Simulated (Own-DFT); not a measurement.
# Why a clamped stack is squeezed alike in all directions: Ge in Si

Everything here is calculated. The program is Own-DFT (plane waves, in-house, since retired, never reviewed by a person); positions were held fixed, and spin and spin-orbit coupling were off.

All runs used: PBE; PseudoDojo norm-conserving scalar-relativistic files; cutoff 42 hartree; 3 x 3 x 2 k mesh centred on Gamma; Fermi-Dirac smearing of 0.1 eV.

Caveats: forces on such cells moved up to 12 meV/angstrom on a denser k mesh; stress not checked against mesh or cutoff.

One cell of 96 atoms is used throughout, with vectors in Å (10.862, 0.000, 0.000); (0.000, 10.862, 0.000); (0.000, 0.000, 16.293). Some planes normal to z hold Ge in place of Si, either as pure planes or mixed at random through a layer; x is the share of Ge among all Ge and Si sites. u is the rms random offset of the atoms per axis. Stress is positive in tension.

| x | layer | u (Å) | (s_xx + s_yy)/2 (GPa) | s_zz (GPa) |
|---|---|---|---|---|
| 0.125 | mixed layer | 0.0286 | -3.80 | -3.84 |
| 0.125 | mixed layer | 0.0288 | -3.74 | -3.78 |
| 0.167 | pure planes | 0.0575 | -5.08 | -4.98 |
| 0.167 | pure planes | 0.0607 | -5.26 | -5.03 |
| 0.188 | mixed layer | 0.0573 | ? | ? |
| 0.250 | mixed layer | 0.0298 | -5.47 | -5.48 |
| 0.250 | mixed layer | 0.0327 | -5.58 | -5.54 |
| 0.500 | pure planes | 0.0298 | -9.18 | -9.13 |
| 0.500 | pure planes | 0.0309 | -9.13 | -9.17 |

## Working it out

In the plane: -1.68 - 14.3 x - 316 u² GPa (slope in x ± 0.1, scatter 0.05). Along z: -1.79 - 14.2 x - 242 u² GPa (± 0.2, scatter 0.06). The two slopes nearly agree: every atom sits on the host's lattice on all three axes, so the larger Ge atoms are squeezed alike in all directions, and the layering hardly shows. The constants are the stress of this functional at the host's measured lattice. A real film keeps the in-plane spacing but grows in height until s_zz vanishes, which relieves part of the in-plane stress too.

## Prediction

The question: what are the two stresses at x = 0.188?

The fit gives -5.4 and -5.2 GPa. The hidden result is -5.24 and -5.11 GPa. That is outside the usual scatter, by luck or through something left out of the fit.
